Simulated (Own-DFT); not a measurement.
# Strain and stress in wurtzite GaN, 72 atoms (Ga36N36)

Calculated results; nothing here was measured. The program, named Own-DFT, is a retired in-house plane-wave density functional code that no person has reviewed. Each row is one single-point run on a periodic cell that was not relaxed, without spin or spin-orbit coupling.

Settings of every run: PBE; PseudoDojo norm-conserving scalar-relativistic files (stringent for Ga); cutoff 96 hartree; 4 x 4 x 3 k mesh centred on Gamma; Gaussian smearing of 0.01 eV.

Known limits: forces not confirmed at this smearing and k mesh; stress not checked against mesh or cutoff.

Unstrained cell vectors in Å: (9.567, 0.000, 0.000); (-4.783, 8.285, 0.000); (0.000, 0.000, 10.370). The unstrained cell has measured lattice constants (interpolated for alloys), not those of this functional. That, the random moves and any unrelaxed bonds set the pressure at no strain. Each run strains this cell uniformly, with the atoms carried along. Every atom was also moved at random, by a Gaussian of width 0.05 Å on each axis. Strain is the symmetric tensor, in per cent. Stress is positive in tension, and the pressure is minus a third of its trace.

| run | e_xx (%) | e_yy (%) | e_zz (%) | e_yz (%) | e_xz (%) | e_xy (%) | s_xx (GPa) | s_yy (GPa) | s_zz (GPa) | s_yz (GPa) | s_xz (GPa) | s_xy (GPa) | P (GPa) | E (meV/atom) |
|---|---|---|---|---|---|---|---|---|---|---|---|---|---|---|
| 1 | 1.23 | 1.94 | -0.01 | 1.36 | -0.01 | -1.25 | -0.01 | 1.89 | -5.81 | 2.62 | 0.06 | -3.49 | 1.31 | 0.0 |
| 2 | -2.00 | -0.17 | 0.06 | -1.28 | -0.87 | -1.95 | -17.58 | -9.89 | -7.91 | -3.02 | -1.73 | -5.73 | 11.79 | 32.8 |
| 3 | 0.40 | -0.60 | 1.56 | 1.45 | -0.72 | -0.85 | -4.03 | -6.67 | -2.23 | 3.07 | -0.87 | -2.92 | 4.31 | 4.9 |
| 4 | -1.88 | -1.93 | -0.76 | 0.51 | 1.60 | -1.60 | -22.04 | -16.82 | -12.91 | 0.78 | 3.15 | -5.66 | 17.26 | 50.3 |
| 5 | -0.69 | -0.69 | 0.83 | -0.05 | 1.02 | 1.22 | -10.71 | -9.87 | -4.48 | 0.19 | 3.00 | 2.55 | 8.35 | 15.3 |
| 6 | 0.89 | 1.23 | 1.02 | 1.89 | 1.91 | 0.84 | -1.36 | 0.59 | -3.60 | 2.60 | 4.63 | 3.10 | 1.46 | 11.4 |
| 7 | 0.46 | 1.62 | 1.89 | -1.32 | -0.39 | -1.97 | -3.58 | 0.83 | 2.28 | -2.42 | -0.89 | -5.16 | 0.15 | 13.5 |
| 8 | -1.49 | -1.14 | -0.91 | 1.16 | -0.18 | 1.74 | -15.89 | -13.53 | -15.05 | 2.26 | -0.27 | 4.84 | 14.82 | 40.9 |
| 9 | 0.15 | 1.94 | -0.55 | -1.58 | 0.18 | -1.94 | -5.01 | -0.76 | -7.59 | -4.01 | -0.02 | -6.68 | 4.45 | 18.9 |
| 10 | -1.93 | -1.56 | -0.45 | 1.10 | -1.42 | -1.96 | -18.36 | -17.26 | -13.72 | 2.65 | -4.01 | -5.81 | 16.45 | 65.3 |
| 11 | -0.91 | 1.47 | -0.48 | 0.13 | 1.27 | 0.28 | -8.73 | -3.48 | -9.90 | 0.38 | 2.97 | 0.66 | 7.37 | 24.0 |
| 12 | -1.33 | -1.08 | -1.15 | -1.24 | 1.35 | -0.25 | -15.38 | -13.96 | -14.66 | -2.84 | 2.25 | -0.66 | 14.67 | 34.8 |
| 13 | -0.04 | 0.15 | 1.39 | -1.02 | 1.04 | -1.79 | -5.21 | -6.76 | -1.14 | -2.59 | 1.51 | -5.39 | 4.37 | 8.8 |
| 14 | 1.93 | -0.45 | -0.41 | -1.82 | 1.73 | 0.46 | 0.31 | -7.85 | -9.04 | -4.22 | 3.63 | 1.54 | 5.53 | 24.8 |
| 15 | 0.05 | 0.15 | 0.39 | -0.55 | 0.93 | 1.68 | -4.91 | -5.73 | -7.74 | -0.22 | 1.38 | 3.54 | 6.12 | 17.8 |
| 16 | -0.33 | -0.53 | 0.86 | -0.18 | 0.94 | 1.80 | -8.30 | -9.29 | -4.28 | -0.68 | 1.42 | 6.81 | 7.29 | 10.4 |
| 17 | 1.25 | -1.07 | 0.50 | -0.70 | -1.18 | -0.06 | ? | ? | ? | ? | ? | ? | ? | ? |

E is the free energy for each atom above the lowest run shown.

## Worked fit

Each stress component was fitted by least squares to a constant and the strains of the runs shown, as fractions, with shears doubled. Shear strains stay in the fit of a normal stress only where such slopes are resolved. The slopes, in GPa:

```
stress,at no strain,per e_xx,per e_yy,per e_zz,scatter
s_xx,-7.4,467 ± 38,123 ± 34,86 ± 41,1.35
s_yy,-7.3,119 ± 24,378 ± 21,95 ± 26,0.85
s_zz,-8.2,37 ± 31,95 ± 27,445 ± 33,1.09
```

Each shear stress against twice its own strain: yz 99 ± 6, xz 108 ± 9, xy 149 ± 10 GPa. These are stiffnesses along x, y and z of the frame in which the cell vectors are given, which need not be the crystal's axes. The atoms are held to the strained lattice; where symmetry lets them move under strain, relaxing them would lower some slopes. The table should be nearly symmetric about its diagonal, and what it lacks of that shows the noise. A ninth of its sum, 205 ± 4 GPa, estimates the bulk modulus near the mean pressure of these runs, 7.9 GPa, so it lies above the value at zero pressure.

## Withheld run

Question: what normal stresses and pressure should run 17 give?

The fit gives s_xx = -2.5, s_yy = -9.4, s_zz = -6.5 and P = 6.1 GPa. The calculation gave -2.51, -10.40, -5.31 and P = 6.07 GPa.
